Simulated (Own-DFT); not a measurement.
# Response to strain: bcc W, 16 atoms (W16)

Calculated results; nothing here was measured. They come from Own-DFT, an in-house plane-wave density functional program, since retired, whose code no person has reviewed. Each row is one single-point run on a periodic cell that was not relaxed, without spin or spin-orbit coupling.

Settings of every run: PBE; PseudoDojo norm-conserving scalar-relativistic files; cutoff 50 hartree; 5 x 5 x 5 k mesh centred on Gamma; cold (Marzari-Vanderbilt) smearing of 0.2 eV.

Known limits: forces on such cells failed a check on a denser k mesh; stress not checked against mesh or cutoff.

Unstrained cell vectors in Å: (6.330, 0.000, 0.000); (0.000, 6.330, 0.000); (0.000, 0.000, 6.330). The unstrained cell has measured lattice constants (interpolated for alloys), not those of this functional. That, the random moves and any unrelaxed bonds set the pressure at no strain. Each run strains this cell uniformly, with the atoms carried along. Every atom was also moved at random, by a Gaussian of width 0.05 Å on each axis. Strain is the symmetric tensor, in per cent. Stress is positive in tension, and the pressure is minus a third of its trace.

| run | e_xx (%) | e_yy (%) | e_zz (%) | e_yz (%) | e_xz (%) | e_xy (%) | s_xx (GPa) | s_yy (GPa) | s_zz (GPa) | s_yz (GPa) | s_xz (GPa) | s_xy (GPa) | P (GPa) | E (meV/atom) |
|---|---|---|---|---|---|---|---|---|---|---|---|---|---|---|
| 1 | -1.54 | 1.02 | 0.92 | -0.09 | 1.87 | 0.78 | -11.76 | -3.45 | -3.74 | -0.49 | 5.39 | 2.36 | 6.32 | 3.1 |
| 2 | -1.65 | 1.42 | -1.88 | 1.22 | -0.92 | 1.81 | -20.11 | -9.90 | -20.06 | 4.55 | -3.68 | 6.20 | 16.69 | 88.7 |
| 3 | -0.54 | -0.88 | 0.15 | 0.51 | -0.93 | -1.43 | -13.35 | -14.46 | -10.98 | 1.39 | -2.72 | -4.70 | 12.93 | 47.8 |
| 4 | 1.67 | -0.99 | -1.76 | -0.85 | -0.61 | -0.19 | -5.38 | -13.40 | -17.49 | -2.51 | -2.32 | -0.99 | 12.09 | 47.3 |
| 5 | 0.91 | -1.82 | 0.03 | -1.07 | 1.01 | -0.01 | -6.54 | -15.79 | -10.00 | -3.50 | 3.20 | 0.25 | 10.78 | 21.9 |
| 6 | -1.97 | 1.17 | -0.37 | 1.32 | -1.41 | 1.09 | -17.57 | -7.16 | -11.77 | 4.45 | -4.91 | 4.06 | 12.17 | 37.4 |
| 7 | 0.60 | -0.67 | 1.32 | 0.71 | -1.53 | 0.37 | -3.22 | -8.61 | -1.59 | 2.32 | -4.80 | 1.32 | 4.47 | 26.1 |
| 8 | 1.16 | -0.81 | 1.50 | 0.12 | 1.87 | 1.69 | -0.30 | -6.15 | 0.65 | -0.26 | 5.59 | 4.71 | 1.93 | 4.7 |
| 9 | 0.01 | -1.54 | -1.96 | 1.68 | 1.83 | -0.30 | -16.93 | -21.95 | -24.03 | 5.77 | 6.46 | -1.37 | 20.97 | 82.4 |
| 10 | -0.45 | -1.25 | 1.24 | 0.94 | -1.08 | -0.88 | -10.03 | -12.95 | -5.21 | 2.59 | -3.19 | -2.66 | 9.40 | 12.5 |
| 11 | 0.40 | -1.29 | 0.57 | 0.49 | -1.19 | -0.78 | -7.73 | -14.18 | -7.08 | 1.17 | -3.68 | -2.51 | 9.66 | 35.4 |
| 12 | 1.72 | -1.29 | 0.28 | 1.17 | 1.54 | -1.88 | -1.40 | -11.54 | -6.28 | 4.05 | 5.31 | -5.87 | 6.40 | 44.4 |
| 13 | -1.72 | 0.57 | 1.98 | -1.85 | 0.12 | -1.49 | -12.19 | -4.27 | 0.12 | -5.76 | -0.55 | -4.07 | 5.45 | 22.3 |
| 14 | 1.26 | 1.13 | -1.66 | 1.82 | 0.15 | -0.33 | -2.19 | -2.24 | -11.19 | 5.08 | 0.61 | -0.97 | 5.21 | 0.0 |
| 15 | -0.65 | 1.18 | 0.81 | -1.65 | 1.14 | 1.68 | ? | ? | ? | ? | ? | ? | ? | ? |

E is the free energy for each atom above the lowest run shown.

## Worked fit

Each stress component was fitted by least squares to a constant and the strains of the runs shown, as fractions, with shears doubled. Shear strains stay in the fit of a normal stress only where such slopes are resolved. The slopes, in GPa:

```
stress  at no strain  per e_xx  per e_yy  per e_zz  scatter
  s_xx          -8.3  571 ± 16  231 ± 19  254 ± 13     0.59
  s_yy          -8.3  250 ± 22  576 ± 24  244 ± 17     0.77
  s_zz          -8.3  242 ± 15  264 ± 17  579 ± 12     0.54
```

Each shear stress against twice its own strain: yz 156 ± 6, xz 160 ± 2, xy 154 ± 5 GPa. These are stiffnesses along x, y and z of the frame in which the cell vectors are given, which need not be the crystal's axes. The atoms are held to the strained lattice; where symmetry lets them move under strain, relaxing them would lower some slopes. The table should be nearly symmetric about its diagonal, and what it lacks of that shows the noise. A ninth of its sum, 357 ± 10 GPa, estimates the bulk modulus near the mean pressure of these runs, 9.6 GPa, so it lies above the value at zero pressure.

## Withheld run

Question: what normal stresses and pressure should run 15 give?

The fit gives s_xx = -7.2, s_yy = -1.1, s_zz = -2.0 and P = 3.5 GPa. The calculation gave -6.50, -1.33, -1.96 and P = 3.27 GPa.
